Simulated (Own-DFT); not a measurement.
Si12O23 (quartz with two neutral oxygen vacancies, atoms displaced) (calculated)

All values are calculated (Own-DFT development build). A calculation, not a measurement: plane-wave PBE and HSE06 DFT by an unreviewed code, no spin, of a simulated cell at Gamma alone, so results move with cell size and shape, stress positive in tension, energies less offsets, not probed for a lower state with spin; oxygen file: force components 24 meV/angstrom off all-electron in a glass; k mesh not checked against a denser one; forces and stress are PBE's, HSE06 gives the energy alone, and its difference from PBE has offsets of its own; offsets are fitted by least squares, one for each functional and potential file, so energies compare only between cells with the same atoms and settings and are not formation energies; the far tail of each file's local potential was reset to the Coulomb form; each entry is a single point on an unrelaxed cell, so the pressure reflects the starting lattice, mostly measured values (interpolated for alloys), from which strain is counted, and rises with the displacements; printed positions are rounded, which can move forces by about a meV/angstrom; the program, named Own-DFT, is a retired in-house code; no spin-orbit coupling.

Entry: Si12O23 (quartz with two neutral oxygen vacancies, atoms displaced)

```cif
# cell vector a (Å): 9.8268 0.0000 0.0000
# cell vector b (Å): -4.9134 8.5103 0.0000
# cell vector c (Å): 0.0000 0.0000 10.8104
data_Si12O23
_symmetry_space_group_name_H-M 'P 1'
_symmetry_Int_Tables_number 1
_cell_length_a 9.8268
_cell_length_b 9.8268
_cell_length_c 10.8104
_cell_angle_alpha 90.000
_cell_angle_beta 90.000
_cell_angle_gamma 120.000
_cell_volume 904.06
loop_
_atom_site_label
_atom_site_type_symbol
_atom_site_fract_x
_atom_site_fract_y
_atom_site_fract_z
_atom_site_occupancy
Si1 Si 0.23815 0.00119 0.00837 1
Si2 Si 0.00412 0.24368 0.33355 1
Si3 Si 0.26261 0.25927 0.16220 1
O1 O 0.20198 0.13632 0.05936 1
O2 O 0.41046 0.27987 0.22633 1
O3 O 0.07229 0.35700 0.44239 1
O4 O 0.13255 0.20695 0.27551 1
O5 O 0.29771 0.42834 0.11320 1
Si4 Si 0.23810 0.99302 0.49906 1
Si5 Si 0.00256 0.23965 0.83867 1
Si6 Si 0.27881 0.27555 0.67372 1
O6 O 0.21181 0.13951 0.56670 1
O7 O 0.44317 0.30199 0.72628 1
O8 O 0.36572 0.07885 0.89644 1
O9 O 0.06472 0.36961 0.94328 1
O10 O 0.13311 0.20367 0.76787 1
O11 O 0.30143 0.42540 0.60637 1
Si7 Si 0.23312 0.49920 0.00365 1
Si8 Si 0.00182 0.73375 0.32343 1
Si9 Si 0.26815 0.76580 0.17344 1
O12 O 0.20626 0.63179 0.05691 1
O13 O 0.43084 0.79521 0.22675 1
O14 O 0.36680 0.57244 0.40221 1
O15 O 0.07742 0.86763 0.44323 1
O16 O 0.12858 0.70731 0.27060 1
O17 O 0.29878 0.93287 0.10304 1
Si10 Si 0.23563 0.50084 0.50180 1
Si11 Si 0.00272 0.73550 0.82813 1
Si12 Si 0.26259 0.76689 0.65794 1
O18 O 0.22133 0.64652 0.56733 1
O19 O 0.42817 0.79059 0.72785 1
O20 O 0.36655 0.57954 0.89729 1
O21 O 0.06832 0.86977 0.93388 1
O22 O 0.13518 0.71321 0.76916 1
O23 O 0.30375 0.93075 0.60485 1
Si13 Si 0.72817 0.98582 0.00323 1
Si14 Si 0.49962 0.23860 0.32814 1
Si15 Si 0.76049 0.26222 0.16762 1
O24 O 0.71342 0.13271 0.05124 1
O25 O 0.93482 0.31190 0.22423 1
O26 O 0.86575 0.07055 0.39424 1
O27 O 0.64148 0.20869 0.26721 1
O28 O 0.79019 0.42836 0.10687 1
Si16 Si 0.73424 0.00267 0.49572 1
Si17 Si 0.50518 0.23665 0.82994 1
Si18 Si 0.76791 0.27245 0.65764 1
O29 O 0.72118 0.14259 0.55213 1
O30 O 0.91967 0.28874 0.73267 1
O31 O 0.86361 0.07420 0.89527 1
O32 O 0.55727 0.35327 0.93821 1
O33 O 0.62989 0.19812 0.77894 1
O34 O 0.79014 0.43218 0.61188 1
Si19 Si 0.73737 0.49696 0.99895 1
Si20 Si 0.50132 0.74392 0.32713 1
Si21 Si 0.75655 0.76326 0.16667 1
O35 O 0.70881 0.63275 0.05542 1
O36 O 0.91697 0.79264 0.22955 1
O37 O 0.86673 0.57472 0.38946 1
O38 O 0.56660 0.85977 0.44214 1
O39 O 0.62261 0.70196 0.27733 1
O40 O 0.78784 0.92386 0.11565 1
Si22 Si 0.73467 0.50328 0.49605 1
Si23 Si 0.50136 0.72778 0.83806 1
Si24 Si 0.76749 0.76283 0.67076 1
O41 O 0.70224 0.62853 0.55858 1
O42 O 0.92747 0.78943 0.72239 1
O43 O 0.87055 0.57913 0.89537 1
O44 O 0.57312 0.86292 0.94050 1
O45 O 0.64147 0.70981 0.77452 1
O46 O 0.79130 0.92883 0.60421 1
```

Here we set first functional PBE, second functional HSE06, exact exchange share 0.25, screening 0.11 1/bohr, exchange divergence Gygi-Baldereschi, potential files PseudoDojo norm-conserving, scalar-relativistic, made for PBE, standard set, wave cutoff 48 hartree, occupations fixed and k mesh 1 x 1 x 1 centred on Gamma.

It finds PBE energy of cell above offsets -16.470 eV; HSE06 less PBE above offsets 0.178 eV; PBE pressure 8.71 GPa; PBE stress xx -9.75 GPa; PBE stress yy -6.72 GPa; PBE stress zz -9.67 GPa; PBE stress yz -0.59 GPa; PBE stress xz 0.02 GPa; PBE stress xy 2.6 GPa.

Force:
```
element  x (eV/Å)  y (eV/Å)  z (eV/Å)
     Si    -3.953     1.162    -6.868
     Si    -1.065    -3.784    -2.639
     Si    -4.017     1.674     2.266
      O     0.127    -2.748     -2.23
      O     3.123      0.95     0.216
      O     0.112     3.816     3.527
      O     0.475    -0.053    -0.871
      O    -0.851     0.947     -1.23
     Si    -0.619     6.181    -0.357
     Si     0.136    -2.662    -1.834
     Si     0.211    -2.851    -0.935
      O      1.66    -2.107    -1.413
      O    -1.652     0.961    -1.844
      O     -0.28    -0.757     0.036
      O     1.112     1.306     1.172
      O    -1.469     0.694     2.203
      O    -1.649     2.853    -1.035
     Si     1.093     -1.59    -0.331
     Si     -5.05     1.289     4.592
     Si    -0.914     0.045    -4.559
      O    -1.331     3.047     2.883
      O    -3.047     1.587    -3.206
      O     1.046      2.39    -3.211
      O     -1.22     -2.66    -2.376
      O      4.13    -0.644    -1.395
      O     3.373    -3.573     4.978
     Si    -0.037    -1.021     1.988
     Si    -0.756     0.772     1.899
     Si     2.335     5.087     9.429
      O     0.883    -8.709    -7.962
      O    -0.423    -0.281      0.14
      O    -0.528    -3.266     1.139
      O     1.283     1.408     1.792
      O     1.361    -0.578    -0.666
      O     0.279     1.301     0.087
     Si     1.265      4.05     -1.39
     Si     1.432     -0.55      4.39
     Si      4.86     1.635    -5.843
      O    -1.118     1.345     2.207
      O     0.375    -0.756     0.733
      O     1.144     1.778    -2.651
      O     -4.99    -2.263     4.552
      O     1.083    -1.175     1.318
     Si     0.661    -2.409     1.065
     Si     -0.54    -3.192     0.805
     Si     0.474    -3.057      4.36
      O    -1.869     1.268     0.239
      O     -0.27     0.882    -1.045
      O     0.713     -0.72     0.363
      O     2.135     5.239     4.151
      O     3.224     0.484    -3.122
      O     -0.37     1.663    -1.005
     Si    -2.714    -0.901    -2.099
     Si     0.948    -3.758     6.491
     Si     0.845    -3.041     0.652
      O    -1.051     0.932      0.98
      O     0.816     0.384    -0.206
      O     1.085     0.385    -0.528
      O    -0.125     1.727     0.449
      O     3.177    -0.452    -2.174
      O    -0.446     1.408    -0.415
     Si    -0.712      -2.9    -1.497
     Si    -0.666     2.742     -3.78
     Si    -1.412     1.758    -3.915
      O    -1.057      1.68     1.057
      O     0.683     0.528    -0.516
      O     0.161    -1.043    -0.468
      O    -0.918    -1.139     0.349
      O    -1.482    -1.128     2.106
      O     0.782    -1.589     1.008
```
